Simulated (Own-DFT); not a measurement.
# Point defects and the pressure they add: zincblende GaAs

The numbers are computed, not measured, by runs of the plane-wave DFT program Own-DFT (in-house, retired, unreviewed) at fixed positions, with no spin and no spin-orbit coupling.

All runs used: PBE; PseudoDojo norm-conserving scalar-relativistic files; cutoff 42 hartree; 3 x 3 x 3 k mesh centred on Gamma; Fermi-Dirac smearing of 0.1 eV.

Known weak points (not all hold for every row): not probed for a lower state with spin; forces not confirmed at this smearing and k mesh; stress not checked against mesh or cutoff.

All runs share one cell, with vectors in Å (11.737, 0.000, 0.000); (0.000, 11.737, 0.000); (0.000, 0.000, 10.833) and a volume of 1492.4 Å³, strained against the parent crystal. Atoms were moved at random from their sites; u is the rms move along one axis. The defect's site can differ from row to row.

| cell | formula | u (Å) | P (GPa) |
|---|---|---|---|
| no defect | As32Ga32 | 0.0305 | 1.24 |
| no defect | As32Ga32 | 0.0499 | 1.54 |
| no defect | As32Ga32 | 0.0518 | 1.61 |
| one As vacancy and one Ga vacancy | As31Ga31 | 0.0291 | ? |
| one As vacancy and one Ga vacancy | As31Ga31 | 0.0295 | 0.95 |
| one As vacancy and one Ga vacancy | As31Ga31 | 0.0475 | 1.13 |
| one As vacancy and one Ga vacancy | As31Ga31 | 0.0551 | 1.41 |
| one Al on a Ga site | AlAs32Ga31 | 0.0291 | 1.24 |
| one Al on a Ga site | AlAs32Ga31 | 0.0294 | 1.23 |
| one Al on a Ga site | AlAs32Ga31 | 0.0519 | 1.68 |

## What the rows give

P = P0 + c u² + a shift for each defect gives P0 = 1.02 GPa, c = 216 ± 18 GPa/Å² and a scatter of 0.05 GPa. The shifts, and each times the cell's volume:

- one Al on a Ga site: 0.04 ± 0.04 GPa, 0.4 eV (not resolved)
- one As vacancy and one Ga vacancy: -0.30 ± 0.04 GPa, -2.8 eV

Against the defect-free cell, a freed cell would be larger where the shift is positive and smaller where it is negative (160.2 GPa Å³ is 1 eV). The atoms around the defects weren't relaxed, which would change these numbers.

## The run left out

Asked: what pressure belongs in the blank (one As vacancy and one Ga vacancy, u = 0.0291 Å)?

The fitted form gives 0.90 ± 0.06 GPa. The calculation gave 0.87 GPa.
